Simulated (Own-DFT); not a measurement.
Al₃GaN₄ (wurtzite random alloy, strained, atoms displaced), AlGa₃N₄ (wurtzite random alloy, strained, atoms displaced) (calculated)

A calculation, not a measurement: plane-wave PBE density functional theory by an unreviewed code, no spin, of a simulated periodic cell, stress positive in tension, free energy of the whole cell less one offset for each atom, forces on such cells passed a denser k mesh, this cell's mesh not checked; offsets are fitted by least squares, one for each functional and potential file, so energies compare only between cells with the same atoms and settings and are not formation energies; the far tail of each file's local potential was reset to the Coulomb form; each entry is a single point on an unrelaxed cell, so the pressure reflects the starting lattice, mostly measured values, from which strain is counted, and rises with the displacements; printed positions are rounded, which can move forces by about a meV/angstrom; the program is a retired in-house code; no spin-orbit coupling. Program: Own-DFT development build.

Settings shared by all entries: functional PBE; potential files PseudoDojo norm-conserving, scalar-relativistic, standard set; wave cutoff 42 hartree; occupations Fermi-Dirac; smearing width 0.1 eV; k mesh 4 x 4 x 3 centred on Gamma.

(1) 
```cif
# cell vector a (Å): 9.6286 0.0000 0.0000
# cell vector b (Å): -4.8143 8.3386 0.0000
# cell vector c (Å): 0.0000 0.0000 10.0655
data_Al3GaN4
_symmetry_space_group_name_H-M 'P 1'
_symmetry_Int_Tables_number 1
_cell_length_a 9.6286
_cell_length_b 9.6286
_cell_length_c 10.0655
_cell_angle_alpha 90.000
_cell_angle_beta 90.000
_cell_angle_gamma 120.000
_cell_volume 808.15
loop_
_atom_site_label
_atom_site_type_symbol
_atom_site_fract_x
_atom_site_fract_y
_atom_site_fract_z
_atom_site_occupancy
Ga1 Ga 0.10649 0.21844 0.99706 1
Al1 Al 0.23052 0.11504 0.25674 1
N1 N 0.10615 0.22865 0.19776 1
N2 N 0.22370 0.11548 0.45158 1
Al2 Al 0.12470 0.22234 0.50341 1
Al3 Al 0.22949 0.11627 0.74786 1
N3 N 0.10828 0.21767 0.70030 1
N4 N 0.22331 0.09864 0.94292 1
Al4 Al 0.10586 0.56333 0.00282 1
Al5 Al 0.22779 0.45377 0.25559 1
N5 N 0.11630 0.55911 0.19538 1
N6 N 0.21443 0.44362 0.43365 1
Al6 Al 0.10469 0.56381 0.50701 1
Al7 Al 0.23015 0.43914 0.75026 1
N7 N 0.11496 0.55674 0.68689 1
N8 N 0.22087 0.44473 0.94195 1
Al8 Al 0.11679 0.88722 0.99398 1
Al9 Al 0.22022 0.77671 0.25232 1
N9 N 0.10670 0.88939 0.18827 1
N10 N 0.21736 0.77398 0.43439 1
Ga2 Ga 0.10138 0.88533 0.49874 1
Al10 Al 0.22928 0.77428 0.75254 1
N11 N 0.10775 0.88632 0.69889 1
N12 N 0.22376 0.77619 0.93287 1
Ga3 Ga 0.45203 0.22796 0.99163 1
Ga4 Ga 0.55173 0.11136 0.24405 1
N13 N 0.44993 0.21735 0.18824 1
N14 N 0.55911 0.11905 0.43864 1
Ga5 Ga 0.44655 0.22209 0.49998 1
Ga6 Ga 0.54339 0.10101 0.75345 1
N15 N 0.44607 0.22293 0.68486 1
N16 N 0.56166 0.11552 0.94412 1
Al11 Al 0.44815 0.55939 0.00683 1
Al12 Al 0.55818 0.43468 0.24603 1
N17 N 0.44339 0.56212 0.18782 1
N18 N 0.56541 0.44964 0.43199 1
Al13 Al 0.45016 0.55728 0.51332 1
Al14 Al 0.54427 0.43559 0.75154 1
N19 N 0.44809 0.54430 0.69005 1
N20 N 0.55499 0.45270 0.95163 1
Al15 Al 0.45273 0.89218 0.99012 1
Al16 Al 0.55000 0.77695 0.24371 1
N21 N 0.44992 0.88509 0.18810 1
N22 N 0.55849 0.76827 0.44423 1
Al17 Al 0.44323 0.89702 0.50127 1
Al18 Al 0.56010 0.77619 0.75071 1
N23 N 0.44580 0.88985 0.68891 1
N24 N 0.55938 0.78113 0.94143 1
Al19 Al 0.78488 0.22624 0.00674 1
Al20 Al 0.88955 0.10768 0.24632 1
N25 N 0.77923 0.22359 0.19485 1
N26 N 0.87229 0.10939 0.44444 1
Al21 Al 0.78520 0.22227 0.49632 1
Al22 Al 0.87951 0.10182 0.74303 1
N27 N 0.77349 0.22371 0.69169 1
N28 N 0.88955 0.12158 0.93012 1
Ga7 Ga 0.77689 0.54809 0.00271 1
Al23 Al 0.88977 0.44978 0.24377 1
N29 N 0.77439 0.55654 0.18929 1
N30 N 0.88118 0.44834 0.43580 1
Al24 Al 0.79098 0.55870 0.50352 1
Ga8 Ga 0.89232 0.44722 0.74857 1
N31 N 0.77670 0.55969 0.68446 1
N32 N 0.87689 0.44424 0.93964 1
Al25 Al 0.78187 0.88704 0.00647 1
Al26 Al 0.90025 0.77780 0.25417 1
N33 N 0.78850 0.89772 0.20050 1
N34 N 0.90454 0.78759 0.44938 1
Ga9 Ga 0.78084 0.89158 0.49542 1
Al27 Al 0.89282 0.78200 0.74145 1
N35 N 0.77259 0.88045 0.68714 1
N36 N 0.88854 0.77899 0.94861 1
_calc_free_energy_of_cell_above_offsets '-15.929'  # eV
_calc_pressure -2.64  # GPa
_calc_stress_xx 4.85  # GPa
_calc_stress_yy 5.77  # GPa
_calc_stress_zz -2.7  # GPa
_calc_stress_yz -0.5  # GPa
_calc_stress_xz 0.48  # GPa
_calc_stress_xy 0.82  # GPa
```

Force:
```tsv
element	x (eV/Å)	y (eV/Å)	z (eV/Å)
Ga	0.612	0.293	0.515
Al	-1.158	-0.178	-1.051
N	1.683	-0.31	-0.004
N	0.443	-0.78	-1.872
Al	-3.144	1.331	0.067
Al	-0.728	-1.461	0.582
N	0.548	0.202	-1.377
N	-0.286	1.545	-1.158
Al	1.261	-1.057	-0.3
Al	-0.037	-0.762	-1.511
N	-1.205	0.149	-1.064
N	0.789	0.152	3.272
Al	0.98	-1.364	-2.371
Al	-1.602	0.077	0.467
N	1.032	0.272	1.224
N	0.143	1.153	-0.369
Al	-1.028	-0.535	0.546
Al	0.376	0.487	-1.286
N	1.849	0.462	0.451
N	0.734	0.88	1.525
Ga	4.235	2.147	1.921
Al	-1.387	0.082	-1.4
N	1.465	0.663	-0.306
N	0.43	0.216	1.67
Ga	-0.893	-0.79	1.064
Ga	1.912	-1.018	0.873
N	-2.658	1.141	0.142
N	0.748	-1.56	0.603
Ga	0.629	1.371	-1.205
Ga	1.331	1.957	-0.466
N	-0.876	0.077	2.478
N	0.667	-0.728	0.224
Al	-1.299	-0.1	-0.915
Al	-1.03	1.366	0.374
N	0.757	-0.911	0.926
N	-0.669	0.236	1.298
Al	0.033	-0.481	-3.955
Al	2.396	0.906	0.399
N	-1.517	1.08	1.686
N	-0.271	-0.641	-2.197
Al	-0.716	-0.259	1.443
Al	1.777	-0.084	1.659
N	-1.746	0.061	-0.702
N	-1.949	0.63	-0.519
Al	0.937	-0.717	-1.238
Al	-0.085	-0.199	-0.286
N	0.187	-1.814	0.214
N	0.39	-0.265	-0.294
Al	-0.378	-0.232	-1.045
Al	-0.613	1.426	1.452
N	0.709	0.594	-0.771
N	3.564	0.188	-1.123
Al	-2.777	1.451	0.827
Al	-0.079	1.006	0.151
N	0.825	-0.83	-0.913
N	-0.342	-1.732	1.303
Ga	-1.509	2.195	-0.451
Al	0.321	-0.494	1.006
N	0.903	0.159	1.6
N	2.115	-0.37	0.281
Al	-2.309	-0.104	-1.083
Ga	-0.7	-0.411	-0.302
N	-0.38	-0.166	1.543
N	3.08	-0.696	0.75
Al	-0.086	0.697	-0.328
Al	-1.766	-0.02	-0.36
N	-0.439	-1.987	-1.088
N	-3.656	-3.2	-2.557
Ga	-0.576	-0.532	-0.195
Al	-0.625	-0.96	1.647
N	0.139	0.728	1.272
N	0.52	0.367	-1.393
```

(2) 
```cif
# cell vector a (Å): 9.5330 0.0000 0.0000
# cell vector b (Å): -4.7665 8.2558 0.0000
# cell vector c (Å): 0.0000 0.0000 10.2685
data_AlGa3N4
_symmetry_space_group_name_H-M 'P 1'
_symmetry_Int_Tables_number 1
_cell_length_a 9.5330
_cell_length_b 9.5330
_cell_length_c 10.2685
_cell_angle_alpha 90.000
_cell_angle_beta 90.000
_cell_angle_gamma 120.000
_cell_volume 808.16
loop_
_atom_site_label
_atom_site_type_symbol
_atom_site_fract_x
_atom_site_fract_y
_atom_site_fract_z
_atom_site_occupancy
Al1 Al 0.10775 0.22143 0.00460 1
Al2 Al 0.23058 0.11971 0.25647 1
N1 N 0.12290 0.22559 0.17917 1
N2 N 0.22551 0.12298 0.43569 1
Ga1 Ga 0.10102 0.21895 0.50114 1
Al3 Al 0.22680 0.11294 0.74671 1
N3 N 0.11106 0.22938 0.69232 1
N4 N 0.22162 0.11694 0.93778 1
Ga2 Ga 0.11247 0.56220 0.00039 1
Ga3 Ga 0.24133 0.44997 0.24834 1
N5 N 0.11372 0.54981 0.19190 1
N6 N 0.22224 0.44297 0.43187 1
Ga4 Ga 0.10626 0.54993 0.50580 1
Ga5 Ga 0.22251 0.44576 0.75102 1
N7 N 0.11144 0.55107 0.68845 1
N8 N 0.22650 0.45223 0.94042 1
Ga6 Ga 0.12158 0.90242 0.00764 1
Ga7 Ga 0.22208 0.77588 0.24972 1
N9 N 0.11473 0.88320 0.19373 1
N10 N 0.22468 0.77502 0.44846 1
Al4 Al 0.10717 0.88741 0.49615 1
Ga8 Ga 0.22172 0.78584 0.74560 1
N11 N 0.10806 0.88102 0.69093 1
N12 N 0.22267 0.77096 0.94074 1
Al5 Al 0.43771 0.21653 0.99418 1
Al6 Al 0.55366 0.11173 0.25293 1
N13 N 0.43835 0.21624 0.18859 1
N14 N 0.53948 0.10123 0.43447 1
Ga9 Ga 0.44791 0.23313 0.49988 1
Al7 Al 0.54961 0.10549 0.74591 1
N15 N 0.44754 0.22671 0.69539 1
N16 N 0.55782 0.11411 0.94095 1
Ga10 Ga 0.44036 0.55275 0.00278 1
Ga11 Ga 0.55338 0.45505 0.25069 1
N17 N 0.44750 0.56440 0.18471 1
N18 N 0.54755 0.43635 0.44153 1
Ga12 Ga 0.44557 0.55161 0.50631 1
Ga13 Ga 0.54899 0.43962 0.75686 1
N19 N 0.44120 0.55452 0.69567 1
N20 N 0.54712 0.44163 0.94850 1
Ga14 Ga 0.44664 0.88986 0.00271 1
Ga15 Ga 0.55964 0.78304 0.24761 1
N21 N 0.44182 0.88862 0.19450 1
N22 N 0.54861 0.77472 0.43963 1
Al8 Al 0.45189 0.89281 0.50489 1
Ga16 Ga 0.55113 0.77222 0.75148 1
N23 N 0.43949 0.88317 0.68781 1
N24 N 0.54870 0.76226 0.92958 1
Al9 Al 0.76847 0.21725 0.99235 1
Ga17 Ga 0.89136 0.11235 0.25355 1
N25 N 0.78363 0.22057 0.18898 1
N26 N 0.89552 0.11490 0.44085 1
Ga18 Ga 0.78340 0.22750 0.50697 1
Ga19 Ga 0.87500 0.11502 0.74887 1
N27 N 0.77636 0.22436 0.69222 1
N28 N 0.88314 0.09854 0.94103 1
Ga20 Ga 0.76916 0.55130 0.00503 1
Ga21 Ga 0.89380 0.45131 0.25390 1
N29 N 0.77525 0.55739 0.19172 1
N30 N 0.89092 0.44255 0.43705 1
Ga22 Ga 0.77639 0.56003 0.49484 1
Ga23 Ga 0.89749 0.45041 0.74085 1
N31 N 0.77160 0.54247 0.69141 1
N32 N 0.88188 0.44087 0.92737 1
Ga24 Ga 0.76722 0.88666 0.00188 1
Ga25 Ga 0.90215 0.79215 0.25483 1
N33 N 0.76619 0.87910 0.18209 1
N34 N 0.88881 0.78611 0.44122 1
Ga26 Ga 0.77162 0.87681 0.50300 1
Ga27 Ga 0.88941 0.77795 0.75887 1
N35 N 0.77226 0.88527 0.69018 1
N36 N 0.89658 0.78195 0.94095 1
_calc_free_energy_of_cell_above_offsets '6.836'  # eV
_calc_pressure 6.17  # GPa
_calc_stress_xx -6.23  # GPa
_calc_stress_yy -4.45  # GPa
_calc_stress_zz -7.82  # GPa
_calc_stress_yz 1.23  # GPa
_calc_stress_xz -0.07  # GPa
_calc_stress_xy -0.46  # GPa
```

Force:
```tsv
element	x (eV/Å)	y (eV/Å)	z (eV/Å)
Al	-0.267	0.473	-2.082
Al	-0.4	-0.594	-1.299
N	-0.058	-0.986	2.01
N	-0.05	-2.048	0.907
Ga	2.024	1.601	0.632
Al	-1.454	-0.288	0.374
N	0.652	-1.923	-0.15
N	0.316	0.344	-0.77
Ga	-0.486	-2.129	0.303
Ga	-2.615	-1.107	0.126
N	-0.237	0.681	-0.343
N	0.172	0.057	1.533
Ga	1.246	0.778	-1.442
Ga	-0.165	-0.054	0.917
N	0.262	1.222	0.216
N	-0.875	-2.112	0.203
Ga	-0.217	-1.536	-1.06
Ga	0.844	-1.038	1.396
N	-0.684	2.376	0.317
N	-0.848	1.019	-0.408
Al	1.343	0.675	0.704
Ga	1.155	-1.946	1.168
N	-1.417	2.565	-1.649
N	-0.54	2.614	-0.631
Al	0.25	0.727	1.31
Al	0.381	0.293	-0.882
N	0.78	0.467	-0.452
N	1.299	0.889	1.049
Ga	0.214	-3.084	0.82
Al	0.232	0.477	0.652
N	-0.087	-2.097	-0.538
N	-1.116	-0.497	-1.356
Ga	-0.202	-0.037	-0.757
Ga	0.976	-1.46	-0.382
N	1.035	0.35	0.664
N	0.662	3.027	-1.087
Ga	-1.449	0.192	-0.245
Ga	0.573	1.221	0.43
N	0.751	-0.465	-1.075
N	0.777	-1.179	-0.668
Ga	0.082	-0.727	-0.271
Ga	-1.22	-0.398	1.152
N	0.525	1.119	-0.652
N	0.467	0.329	0.264
Al	-1.188	-0.984	-0.917
Ga	-0.004	0.495	-0.919
N	0.585	1.785	-0.103
N	-0.388	1.892	2.268
Al	1.888	1.188	1.215
Ga	0.345	0.147	-1.068
N	-1.908	-0.015	-0.693
N	-2.103	-1.741	-0.209
Ga	-0.834	-1.112	-1.524
Ga	3.09	-1.377	1.023
N	-2.09	-0.428	-0.498
N	-0.693	2.611	-0.152
Ga	1.106	0.613	-0.943
Ga	0.165	-1.093	-1.388
N	0.428	0.517	0.837
N	-1.135	0.4	1.046
Ga	0.456	-0.843	1.09
Ga	-0.963	-0.447	1.469
N	-0.969	1.762	-1.052
N	0.379	-0.503	1.927
Ga	1.101	-1.065	-1.42
Ga	-1.429	-1.441	-1.282
N	1.942	1.552	1.794
N	1.736	-0.75	-0.247
Ga	-1.558	1.703	0.342
Ga	-0.353	-0.581	-0.833
N	0.359	0.336	0.012
N	-0.596	-0.412	1.276
```

(3) 
```cif
# cell vector a (Å): 9.5330 0.0000 0.0000
# cell vector b (Å): -4.7665 8.2558 0.0000
# cell vector c (Å): 0.0000 0.0000 10.2685
data_AlGa3N4
_symmetry_space_group_name_H-M 'P 1'
_symmetry_Int_Tables_number 1
_cell_length_a 9.5330
_cell_length_b 9.5330
_cell_length_c 10.2685
_cell_angle_alpha 90.000
_cell_angle_beta 90.000
_cell_angle_gamma 120.000
_cell_volume 808.16
loop_
_atom_site_label
_atom_site_type_symbol
_atom_site_fract_x
_atom_site_fract_y
_atom_site_fract_z
_atom_site_occupancy
Ga1 Ga 0.11727 0.22614 0.00063 1
Ga2 Ga 0.22257 0.11284 0.24592 1
N1 N 0.10334 0.21748 0.18457 1
N2 N 0.21591 0.11000 0.44451 1
Ga3 Ga 0.11486 0.22236 0.50458 1
Al1 Al 0.22172 0.10692 0.74506 1
N3 N 0.11746 0.22891 0.69204 1
N4 N 0.22222 0.10051 0.93888 1
Ga4 Ga 0.11681 0.56285 0.00363 1
Al2 Al 0.21812 0.43894 0.25261 1
N5 N 0.11062 0.54306 0.18223 1
N6 N 0.22654 0.44760 0.44526 1
Ga5 Ga 0.10820 0.55797 0.49372 1
Ga6 Ga 0.23342 0.44829 0.74315 1
N7 N 0.11071 0.56520 0.69165 1
N8 N 0.22554 0.44555 0.93069 1
Ga7 Ga 0.10236 0.87916 0.99577 1
Ga8 Ga 0.22649 0.78686 0.25349 1
N9 N 0.11687 0.88664 0.18981 1
N10 N 0.21284 0.77036 0.43273 1
Ga9 Ga 0.10976 0.88331 0.50311 1
Al3 Al 0.23219 0.77836 0.75668 1
N11 N 0.11479 0.89424 0.69385 1
N12 N 0.21716 0.77295 0.93367 1
Ga10 Ga 0.43521 0.21624 0.00002 1
Al4 Al 0.54644 0.11133 0.25167 1
N13 N 0.43855 0.21003 0.19800 1
N14 N 0.55551 0.11316 0.44390 1
Ga11 Ga 0.44426 0.22090 0.49181 1
Ga12 Ga 0.54399 0.10110 0.75792 1
N15 N 0.45377 0.22187 0.68945 1
N16 N 0.54837 0.10720 0.92189 1
Ga13 Ga 0.44600 0.56005 0.00495 1
Ga14 Ga 0.56233 0.45986 0.25159 1
N17 N 0.44023 0.55904 0.19428 1
N18 N 0.54560 0.43945 0.44069 1
Al5 Al 0.44313 0.55483 0.50833 1
Ga15 Ga 0.55014 0.44621 0.75036 1
N19 N 0.45081 0.56130 0.69013 1
N20 N 0.55044 0.43316 0.93792 1
Ga16 Ga 0.44265 0.87991 0.00311 1
Al6 Al 0.56193 0.76882 0.25409 1
N21 N 0.44676 0.89343 0.18004 1
N22 N 0.56743 0.78906 0.44171 1
Ga17 Ga 0.44623 0.89576 0.50309 1
Al7 Al 0.56459 0.77193 0.74697 1
N23 N 0.44049 0.89123 0.68986 1
N24 N 0.55309 0.78037 0.93243 1
Ga18 Ga 0.78076 0.22427 0.00384 1
Ga19 Ga 0.88968 0.10562 0.25625 1
N25 N 0.78628 0.22669 0.18438 1
N26 N 0.88572 0.10160 0.44154 1
Ga20 Ga 0.77676 0.23049 0.50228 1
Ga21 Ga 0.88570 0.09981 0.74972 1
N27 N 0.78783 0.21872 0.69008 1
N28 N 0.88602 0.11628 0.94360 1
Al8 Al 0.76929 0.55110 0.99870 1
Ga22 Ga 0.89275 0.45129 0.25370 1
N29 N 0.78408 0.55202 0.18995 1
N30 N 0.89056 0.44897 0.43314 1
Ga23 Ga 0.78093 0.55554 0.50037 1
Ga24 Ga 0.89674 0.45109 0.74951 1
N31 N 0.77971 0.54680 0.68287 1
N32 N 0.88997 0.43968 0.93433 1
Ga25 Ga 0.78503 0.89132 0.00414 1
Al9 Al 0.88350 0.77280 0.25241 1
N33 N 0.78035 0.89244 0.19099 1
N34 N 0.89092 0.77887 0.43407 1
Ga26 Ga 0.78176 0.88718 0.49725 1
Ga27 Ga 0.89238 0.78338 0.74951 1
N35 N 0.78672 0.89553 0.69046 1
N36 N 0.88862 0.76644 0.93908 1
_calc_free_energy_of_cell_above_offsets '7.862'  # eV
_calc_pressure 6.73  # GPa
_calc_stress_xx -4.7  # GPa
_calc_stress_yy -5.86  # GPa
_calc_stress_zz -9.63  # GPa
_calc_stress_yz 0.27  # GPa
_calc_stress_xz -0.27  # GPa
_calc_stress_xy 0.64  # GPa
```

Force:
```tsv
element	x (eV/Å)	y (eV/Å)	z (eV/Å)
Ga	-0.567	-0.421	-1.276
Ga	-1.062	-0.854	0.966
N	1.284	1.341	1.389
N	1.114	-0.669	-1.11
Ga	-1.246	-0.001	0.011
Al	0.515	1.543	0.623
N	0.877	-1.459	0.196
N	-1.606	0.435	-1.15
Ga	-0.358	-1.736	-1.668
Al	-0.185	-0.066	0.095
N	0.376	1.16	2.384
N	0.208	0.187	-1.205
Ga	0.775	-0.672	1.757
Ga	-2.318	0.003	0.835
N	1.866	0.493	-1.161
N	0.328	0.357	1.215
Ga	1.369	0.71	0.997
Ga	1.121	-1.37	-1.716
N	-2.629	-0.264	-0.361
N	1.051	1.556	1.27
Ga	-0.242	0.749	0.048
Al	-1.385	-0.168	-1.293
N	0.918	-0.858	-0.217
N	0.613	0.701	0.583
Ga	1.559	-0.634	0.282
Al	2.796	-0.447	-0.134
N	0.083	2.439	-1.269
N	0.222	-0.189	-2.19
Ga	-0.756	-0.213	1.743
Ga	1.625	1.558	-5.044
N	-2.513	0.137	-0.665
N	0.493	0.015	7.509
Ga	-0.13	-0.566	-1.191
Ga	0.356	-2.093	0.223
N	0.001	-0.357	-0.016
N	0.144	1.917	-0.019
Al	0.279	0.601	-1.494
Ga	2.106	-1.35	-0.277
N	0.259	0.737	-1.087
N	-0.038	1.932	1.071
Ga	-1.004	1.53	-1.913
Al	-1.626	2.211	0.045
N	1.101	-0.201	3.281
N	-1.387	-2.51	-0.653
Ga	0.076	-0.929	-0.091
Al	-1.397	1.923	0.374
N	1.479	-2.119	-0.112
N	1.795	-0.692	-0.159
Ga	-1.247	-0.018	-1.327
Ga	-1.07	1.174	-0.437
N	-1.682	-0.884	2.434
N	-0.081	2.107	0.068
Ga	1.232	-1.079	0.587
Ga	-0.031	3.359	1.195
N	-1.431	0.506	-0.352
N	1.881	-1.386	-0.778
Al	1.589	-1.036	-0.217
Ga	1.312	-1.599	-1.772
N	-2.174	1.754	-1.211
N	-0.094	-0.538	1.167
Ga	-0.993	-0.049	-0.413
Ga	0.025	-1.893	0.38
N	-1.547	1.52	1.03
N	-1.257	1.447	1.37
Ga	-0.713	0.225	-0.868
Al	1.288	0.846	-0.925
N	0.343	-2.567	0.47
N	0.048	-0.731	0
Ga	0.259	0.283	0.903
Ga	0.766	-1.433	-0.123
N	-0.918	-3.114	-0.703
N	-1.843	-0.293	0.097
```
